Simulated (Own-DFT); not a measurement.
# Response to strain: wurtzite GaN, 96 atoms (Ga48N48)

Calculated results; nothing here was measured. They come from Own-DFT, an in-house plane-wave density functional program, since retired, whose code no person has reviewed. Each row is one single-point run on a periodic cell that was not relaxed, without spin or spin-orbit coupling.

Settings of every run: PBE; PseudoDojo norm-conserving scalar-relativistic files (stringent for Ga); cutoff 96 hartree; 3 x 4 x 3 k mesh centred on Gamma; Gaussian smearing of 0.01 eV.

Known limits: forces on such cells passed a denser k mesh, each cell not checked; stress not checked against mesh or cutoff.

Unstrained cell vectors in Å: (12.756, 0.000, 0.000); (-4.784, 8.285, 0.000); (0.000, 0.000, 10.370). The unstrained cell has measured lattice constants (interpolated for alloys), not those of this functional. That, the random moves and any unrelaxed bonds set the pressure at no strain. Each run strains this cell uniformly, with the atoms carried along. Every atom was also moved at random, by a Gaussian of width 0.05 Å on each axis. Strain is the symmetric tensor, in per cent. Stress is positive in tension, and the pressure is minus a third of its trace.

| run | e_xx (%) | e_yy (%) | e_zz (%) | e_yz (%) | e_xz (%) | e_xy (%) | s_xx (GPa) | s_yy (GPa) | s_zz (GPa) | s_yz (GPa) | s_xz (GPa) | s_xy (GPa) | P (GPa) | E (meV/atom) |
|---|---|---|---|---|---|---|---|---|---|---|---|---|---|---|
| 1 | 1.23 | -1.62 | -1.93 | -0.77 | 1.94 | 1.53 | -7.31 | -11.22 | -15.98 | -1.43 | 4.00 | 4.82 | 11.50 | 18.0 |
| 2 | -1.94 | 0.26 | -0.51 | -1.17 | -1.65 | 0.25 | -14.72 | -8.12 | -11.20 | -2.14 | -3.21 | 1.41 | 11.35 | 18.0 |
| 3 | 1.97 | -0.61 | -1.80 | -1.46 | -1.86 | -1.03 | -2.19 | -6.48 | -15.96 | -2.76 | -3.93 | -2.47 | 8.21 | 22.7 |
| 4 | -0.28 | 1.21 | 1.76 | -1.68 | -1.22 | 0.77 | -5.06 | -1.94 | 0.40 | -3.82 | -3.22 | 1.33 | 2.20 | 4.1 |
| 5 | -0.47 | 0.41 | 0.31 | -1.57 | 1.96 | -0.01 | -8.99 | -3.85 | -7.13 | -2.71 | 3.99 | -0.24 | 6.66 | 7.7 |
| 6 | -1.40 | 1.96 | 0.68 | 0.20 | 0.73 | 0.91 | -9.92 | -1.35 | -3.53 | 0.03 | 1.93 | 3.17 | 4.93 | 9.3 |
| 7 | 1.03 | 0.97 | 0.39 | -1.55 | 1.42 | 0.84 | -2.08 | -2.35 | -3.72 | -3.06 | 3.36 | 1.72 | 2.71 | 4.4 |
| 8 | -0.04 | -1.65 | 1.22 | 0.86 | -1.49 | 1.86 | -8.55 | -12.87 | -3.29 | 2.42 | -2.76 | 5.80 | 8.24 | 15.6 |
| 9 | -1.43 | -1.35 | -1.09 | -0.90 | -0.27 | -0.69 | -15.59 | -17.65 | -14.17 | -2.78 | -1.40 | -3.64 | 15.80 | 49.4 |
| 10 | -1.02 | -0.14 | 1.79 | 0.87 | 0.93 | 0.01 | -9.01 | -8.44 | -0.02 | 1.62 | 1.14 | 0.64 | 5.82 | 2.0 |
| 11 | 0.94 | -1.43 | 1.34 | -0.24 | -1.07 | 1.03 | -2.55 | -12.26 | -3.29 | -0.68 | -2.49 | 3.52 | 6.03 | 19.6 |
| 12 | -0.07 | 0.60 | 1.84 | -1.93 | -0.36 | -0.89 | -4.68 | -3.55 | 0.46 | -3.27 | -0.41 | -2.70 | 2.59 | 0.0 |
| 13 | -0.76 | -0.81 | -0.56 | 0.89 | -1.08 | -1.72 | -11.15 | -12.41 | -12.58 | 2.07 | -2.09 | -6.84 | 12.05 | 37.2 |
| 14 | -0.03 | 1.85 | -0.98 | 0.51 | -0.30 | -1.57 | -6.95 | 0.51 | -11.95 | 1.10 | -0.93 | -4.66 | 6.13 | 22.7 |
| 15 | 1.18 | -0.34 | -0.09 | 1.13 | 0.40 | -1.55 | -2.54 | -8.24 | -6.96 | 1.91 | 1.29 | -4.33 | 5.91 | 16.4 |
| 16 | 1.68 | 0.14 | -0.77 | -0.38 | -1.34 | 0.59 | -0.70 | -4.91 | -9.81 | -0.84 | -3.02 | 1.22 | 5.14 | 7.3 |
| 17 | -1.72 | 0.89 | 1.82 | 0.10 | 0.49 | -1.26 | ? | ? | ? | ? | ? | ? | ? | ? |

E is the free energy for each atom above the lowest run shown.

## Worked fit

Each stress component was fitted by least squares to a constant and the strains of the runs shown, as fractions, with shears doubled. Shear strains stay in the fit of a normal stress only where such slopes are resolved. The slopes, in GPa:

```
stress  at no strain  per e_xx  per e_yy  per e_zz  scatter
  s_xx          -7.2  394 ± 14  103 ± 14  123 ± 13     0.61
  s_yy          -7.1  151 ± 30  426 ± 30   29 ± 28     1.30
  s_zz          -7.9   64 ± 19   71 ± 20  449 ± 18     0.85
```

Each shear stress against twice its own strain: yz 99 ± 7, xz 105 ± 6, xy 158 ± 12 GPa. These are stiffnesses along x, y and z of the frame in which the cell vectors are given, which need not be the crystal's axes. The atoms are held to the strained lattice; where symmetry lets them move under strain, relaxing them would lower some slopes. The table should be nearly symmetric about its diagonal, and what it lacks of that shows the noise. A ninth of its sum, 201 ± 5 GPa, estimates the bulk modulus near the mean pressure of these runs, 7.2 GPa, so it lies above the value at zero pressure.

## Withheld run

Question: what normal stresses and pressure should run 17 give?

The fit gives s_xx = -10.8, s_yy = -5.4, s_zz = -0.1 and P = 5.5 GPa. The calculation gave -12.65, -3.63, 0.01 and P = 5.43 GPa.
